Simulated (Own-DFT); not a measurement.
# How strain changes the stress of 4H SiC, 72 atoms (C36Si36)

Calculated results; nothing here was measured. They come from Own-DFT, an in-house plane-wave density functional program, since retired, whose code no person has reviewed. Each row is one single-point run on a periodic cell that was not relaxed, without spin or spin-orbit coupling.

Settings of every run: PBE; PseudoDojo norm-conserving scalar-relativistic files; cutoff 42 hartree; 4 x 4 x 3 k mesh centred on Gamma; Fermi-Dirac smearing of 0.1 eV.

Known limits: forces on such cells passed a denser k mesh, each cell not checked; stress not checked against mesh or cutoff.

Unstrained cell vectors in Å: (9.248, 0.000, 0.000); (-4.624, 8.009, 0.000); (0.000, 0.000, 10.068). The unstrained cell has measured lattice constants (interpolated for alloys), not those of this functional. That, the random moves and any unrelaxed bonds set the pressure at no strain. Each run strains this cell uniformly, with the atoms carried along. Every atom was also moved at random, by a Gaussian of width 0.05 Å on each axis. Strain is the symmetric tensor, in per cent. Stress is positive in tension, and the pressure is minus a third of its trace.

```
run  e_xx (%)  e_yy (%)  e_zz (%)  e_yz (%)  e_xz (%)  e_xy (%)  s_xx (GPa)  s_yy (GPa)  s_zz (GPa)  s_yz (GPa)  s_xz (GPa)  s_xy (GPa)  P (GPa)  E (meV/atom)
  1      0.32     -0.04     -0.29      0.82     -1.77      1.52       -2.40       -4.26       -9.33        3.02       -6.29        6.49     5.33          20.2
  2     -0.31      1.34     -1.37     -1.04     -0.05     -0.07       -7.09        0.69      -11.74       -4.44       -0.07       -1.05     6.05          21.3
  3      1.36      0.25      0.38      0.15      0.95      1.07        2.85       -0.91       -5.62        0.31        3.04        4.20     1.23          23.4
  4      0.30      0.22     -0.88     -0.74     -1.46     -0.27       -3.08       -4.17      -12.29       -3.14       -5.44       -0.63     6.51          27.3
  5     -0.97     -1.03      1.18      0.03     -1.03     -0.90      -11.84      -12.34        0.16       -0.99       -3.28       -4.94     8.01          44.6
  6     -1.75     -1.63      0.60     -1.72      0.53     -1.54      -14.69      -16.29       -4.60       -6.33        0.84       -6.24    11.86          40.3
  7     -1.87     -0.98     -0.12     -1.65      0.58      0.46      -18.44      -12.25       -6.86       -5.77        2.68        3.72    12.52          35.7
  8     -0.62      1.00     -0.59      0.70     -0.10      1.19       -6.86       -0.04      -10.63        1.99       -1.41        4.63     5.84          23.9
  9     -0.87      0.04      0.49      0.43      0.57      0.82       -9.43       -4.85       -3.79        1.14        1.85        3.45     6.03          10.3
 10      0.84      1.88     -1.73      1.80      0.38      1.60        0.03        5.97      -16.46        5.46        1.17        6.91     3.48          30.3
 11     -0.06      0.39      1.14     -0.29      0.99      1.07       -3.05       -2.18        0.41       -0.38        2.98        4.67     1.61           0.0
 12      1.93     -0.29     -0.46      1.63      1.57      1.62        5.39       -5.23      -10.91        5.56        5.80        6.26     3.58          40.0
 13     -1.09      0.80      0.38      0.77     -0.21     -1.61       -9.66       -1.24       -3.39        2.12       -0.20       -6.66     4.76          18.0
 14      0.35      0.21     -1.48      0.40     -1.37      0.79       -2.47       -4.17      -17.11        0.70       -4.87        4.43     7.92          44.5
 15     -0.08      1.98     -1.23     -1.11      1.44     -0.40       -3.35        4.85      -13.58       -3.85        4.67       -1.57     4.03          23.5
 16      0.03     -1.26     -1.16      0.93      1.20      1.52       -5.59      -11.66      -18.43        2.05        4.27        8.61    11.89          57.3
 17      1.00     -0.40      0.60      1.81      1.73     -1.75           ?           ?           ?           ?           ?           ?        ?             ?
```

E is the free energy for each atom above the lowest run shown.

## Worked fit

Each stress component was fitted by least squares to a constant and the strains of the runs shown, as fractions, with shears doubled. Shear strains stay in the fit of a normal stress only where such slopes are resolved. The slopes, in GPa:

| stress | at no strain | per e_xx | per e_yy | per e_zz | scatter |
|---|---|---|---|---|---|
| s_xx | -4.7 | 576 ± 29 | 93 ± 30 | 56 ± 35 | 1.08 |
| s_yy | -4.9 | 122 ± 19 | 555 ± 20 | 50 ± 23 | 0.69 |
| s_zz | -7.3 | -67 ± 32 | 136 ± 33 | 649 ± 38 | 1.16 |

Each shear stress against twice its own strain: yz 159 ± 7, xz 176 ± 8, xy 224 ± 13 GPa. These are stiffnesses along x, y and z of the frame in which the cell vectors are given, which need not be the crystal's axes. The atoms are held to the strained lattice; where symmetry lets them move under strain, relaxing them would lower some slopes. The table should be nearly symmetric about its diagonal, and what it lacks of that shows the noise. A ninth of its sum, 241 ± 8 GPa, estimates the bulk modulus near the mean pressure of these runs, 6.3 GPa, so it lies above the value at zero pressure.

## Withheld run

Question: what normal stresses and pressure should run 17 give?

The fit gives s_xx = 1.0, s_yy = -5.6, s_zz = -4.6 and P = 3.1 GPa. The calculation gave 0.14, -6.93, -1.50 and P = 2.76 GPa.
